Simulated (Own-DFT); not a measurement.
# Computed records: GaP (zincblende, strained, atoms displaced)

A calculation, not a measurement: plane-wave PBE density functional theory by an unreviewed code, no spin, of a simulated periodic cell, stress positive in tension, free energy of the whole cell less one offset for each atom, forces on such cells passed a denser k mesh, this cell's mesh not checked; offsets are fitted by least squares, one for each functional and potential file, so energies compare only between cells with the same atoms and settings and are not formation energies; the far tail of each file's local potential was reset to the Coulomb form; each entry is a single point on an unrelaxed cell, so the pressure reflects the starting lattice, mostly measured values (interpolated for alloys), from which strain is counted, and rises with the displacements; printed positions are rounded, which can move forces by about a meV/angstrom; the program, named Own-DFT, is a retired in-house code; no spin-orbit coupling. Program: Own-DFT development build.

```cif
# cell vector a (Å): 10.8620 0.0000 0.0000
# cell vector b (Å): 0.0000 10.8620 0.0000
# cell vector c (Å): 0.0000 0.0000 10.9361
data_GaP
_symmetry_space_group_name_H-M 'P 1'
_symmetry_Int_Tables_number 1
_cell_length_a 10.8620
_cell_length_b 10.8620
_cell_length_c 10.9361
_cell_angle_alpha 90.000
_cell_angle_beta 90.000
_cell_angle_gamma 90.000
_cell_volume 1290.27
loop_
_atom_site_label
_atom_site_type_symbol
_atom_site_fract_x
_atom_site_fract_y
_atom_site_fract_z
_atom_site_occupancy
Ga1 Ga 0.99848 0.00145 0.00482 1
Ga2 Ga 0.99576 0.26073 0.24636 1
Ga3 Ga 0.24542 0.99963 0.25804 1
Ga4 Ga 0.26479 0.25130 0.99963 1
P1 P 0.13064 0.12672 0.12560 1
P2 P 0.11171 0.38020 0.37113 1
P3 P 0.38181 0.12995 0.37769 1
P4 P 0.37168 0.37686 0.12167 1
Ga5 Ga 0.00389 0.99461 0.49652 1
Ga6 Ga 0.01009 0.25396 0.74473 1
Ga7 Ga 0.24894 0.99421 0.74801 1
Ga8 Ga 0.25518 0.24738 0.50085 1
P5 P 0.12809 0.12402 0.62178 1
P6 P 0.12165 0.36924 0.88084 1
P7 P 0.37843 0.11842 0.87289 1
P8 P 0.37503 0.36944 0.62566 1
Ga9 Ga 0.99298 0.49820 0.99344 1
Ga10 Ga 0.00325 0.75261 0.25185 1
Ga11 Ga 0.25831 0.49828 0.24782 1
Ga12 Ga 0.24068 0.75863 0.99736 1
P9 P 0.12030 0.62621 0.12337 1
P10 P 0.11490 0.88361 0.38007 1
P11 P 0.37621 0.62243 0.38067 1
P12 P 0.37405 0.86681 0.12472 1
Ga13 Ga 0.99468 0.49906 0.50433 1
Ga14 Ga 0.99606 0.74687 0.74373 1
Ga15 Ga 0.25341 0.49531 0.75651 1
Ga16 Ga 0.24519 0.74801 0.49823 1
P13 P 0.12389 0.63286 0.63031 1
P14 P 0.12788 0.87019 0.88044 1
P15 P 0.37389 0.63007 0.87122 1
P16 P 0.37603 0.87649 0.62053 1
Ga17 Ga 0.49914 0.99580 0.99609 1
Ga18 Ga 0.50429 0.26005 0.24977 1
Ga19 Ga 0.75528 0.99764 0.24463 1
Ga20 Ga 0.75184 0.25052 0.00487 1
P17 P 0.62443 0.11936 0.12815 1
P18 P 0.62776 0.37648 0.37418 1
P19 P 0.87761 0.11805 0.37602 1
P20 P 0.86982 0.37636 0.12823 1
Ga21 Ga 0.49691 0.00211 0.49640 1
Ga22 Ga 0.49359 0.24094 0.74904 1
Ga23 Ga 0.74980 0.00386 0.75020 1
Ga24 Ga 0.74738 0.24511 0.49552 1
P21 P 0.62622 0.12030 0.61944 1
P22 P 0.62474 0.37361 0.87677 1
P23 P 0.86978 0.13001 0.86759 1
P24 P 0.87883 0.37496 0.61928 1
Ga25 Ga 0.50215 0.50321 0.99952 1
Ga26 Ga 0.50672 0.74839 0.25163 1
Ga27 Ga 0.75819 0.50520 0.25402 1
Ga28 Ga 0.74755 0.75315 0.99888 1
P25 P 0.62059 0.62740 0.12312 1
P26 P 0.63970 0.87763 0.37235 1
P27 P 0.87010 0.62361 0.36789 1
P28 P 0.88515 0.88196 0.12837 1
Ga29 Ga 0.49449 0.49924 0.50215 1
Ga30 Ga 0.49113 0.75223 0.74723 1
Ga31 Ga 0.75597 0.50388 0.74722 1
Ga32 Ga 0.74519 0.74691 0.50720 1
P29 P 0.62720 0.62571 0.63069 1
P30 P 0.63120 0.87633 0.87948 1
P31 P 0.87739 0.62319 0.87194 1
P32 P 0.87228 0.87331 0.62250 1
_calc_functional 'PBE'
_calc_potential_files 'PseudoDojo norm-conserving, scalar-relativistic, standard set'
_calc_wave_cutoff 42  # hartree
_calc_occupations 'Fermi-Dirac'
_calc_smearing_width 0.1  # eV
_calc_hardware 'one NVIDIA H100'
_calc_k_mesh '3 x 3 x 3 centred on Gamma'
_calc_free_energy_of_cell_above_offsets '-33.092'  # eV
_calc_pressure 3.64  # GPa
_calc_stress_xx -3.66  # GPa
_calc_stress_yy -3.83  # GPa
_calc_stress_zz -3.44  # GPa
_calc_stress_yz -0.04  # GPa
_calc_stress_xz -0.17  # GPa
_calc_stress_xy 0.19  # GPa
_calc_wall_time 526  # s
```

Force:
| element | x (eV/Å) | y (eV/Å) | z (eV/Å) |
| --- | --- | --- | --- |
| Ga | 0.613 | 0.845 | -1.145 |
| Ga | 0.286 | -1.589 | 0.202 |
| Ga | 0.816 | 0.221 | -0.61 |
| Ga | -1.326 | -0.941 | -0.356 |
| P | -0.268 | 0.494 | -0.014 |
| P | 1.968 | -0.05 | 0.634 |
| P | -0.598 | -0.07 | -0.961 |
| P | 1.359 | 0.304 | 0.297 |
| Ga | -1.546 | 1.473 | 1.793 |
| Ga | -0.866 | -0.497 | 0.02 |
| Ga | -0.196 | 0.175 | 0.24 |
| Ga | -0.959 | 0.487 | -0.641 |
| P | -0.072 | -0.381 | 0.157 |
| P | 0.934 | 0.367 | -0.114 |
| P | -0.639 | -0.017 | 0.085 |
| P | -0.163 | 0.515 | 0.287 |
| Ga | 0.427 | -0.062 | 0.973 |
| Ga | -0.276 | -0.321 | -0.025 |
| Ga | -1.462 | 0.484 | 0.426 |
| Ga | 1.33 | -1.841 | 1.15 |
| P | 0.537 | -0.358 | -0.042 |
| P | 2.066 | -2.15 | -1.168 |
| P | -0.173 | 0.537 | -0.753 |
| P | -0.089 | 0.815 | 0.554 |
| Ga | 0.621 | 1.188 | -0.676 |
| Ga | 0.001 | 0.923 | 0.938 |
| Ga | -0.551 | 0.201 | -0.349 |
| Ga | 0.032 | 0.478 | 0.008 |
| P | 0.479 | -1.664 | -0.671 |
| P | -1.862 | 1.529 | -1.778 |
| P | -0.294 | -0.354 | 0.905 |
| P | -0.352 | -0.142 | -0.279 |
| Ga | 0.171 | -0.111 | 0.917 |
| Ga | -0.149 | -0.801 | -0.393 |
| Ga | 0.072 | 0.561 | 0.334 |
| Ga | -0.619 | -0.359 | -0.336 |
| P | -0.242 | 0.593 | -0.36 |
| P | -0.005 | 0.635 | 0.316 |
| P | -0.032 | 0.921 | -0.498 |
| P | 0.116 | 0.389 | -0.793 |
| Ga | 0.949 | -0.584 | -0.192 |
| Ga | 1.259 | 0.496 | -0.133 |
| Ga | -0.079 | -0.517 | -0.287 |
| Ga | 0.53 | 0.072 | 0.07 |
| P | -0.405 | 0.371 | 0.561 |
| P | 0.011 | -0.008 | -0.519 |
| P | 1.2 | 0.103 | 0.706 |
| P | -0.92 | -0.649 | 0.754 |
| Ga | -0.33 | -0.078 | -0.511 |
| Ga | -0.337 | 0.467 | 0.48 |
| Ga | -1.788 | -0.729 | -1.158 |
| Ga | 0.986 | -0.367 | 0.65 |
| P | 1.097 | -0.43 | 0.272 |
| P | -1.565 | -0.426 | 0.471 |
| P | 1.247 | 1.411 | 1.879 |
| P | -0.992 | -1.351 | -0.456 |
| Ga | 0.999 | -0.25 | 0.426 |
| Ga | 1.189 | 0.183 | 0.266 |
| Ga | -0.398 | -0.995 | 0.253 |
| Ga | 0.446 | 0.01 | -0.948 |
| P | -1.024 | -0.279 | -0.271 |
| P | -0.907 | 0.019 | -1.218 |
| P | -0.532 | 0.698 | 0.276 |
| P | 0.278 | 0.407 | 0.357 |
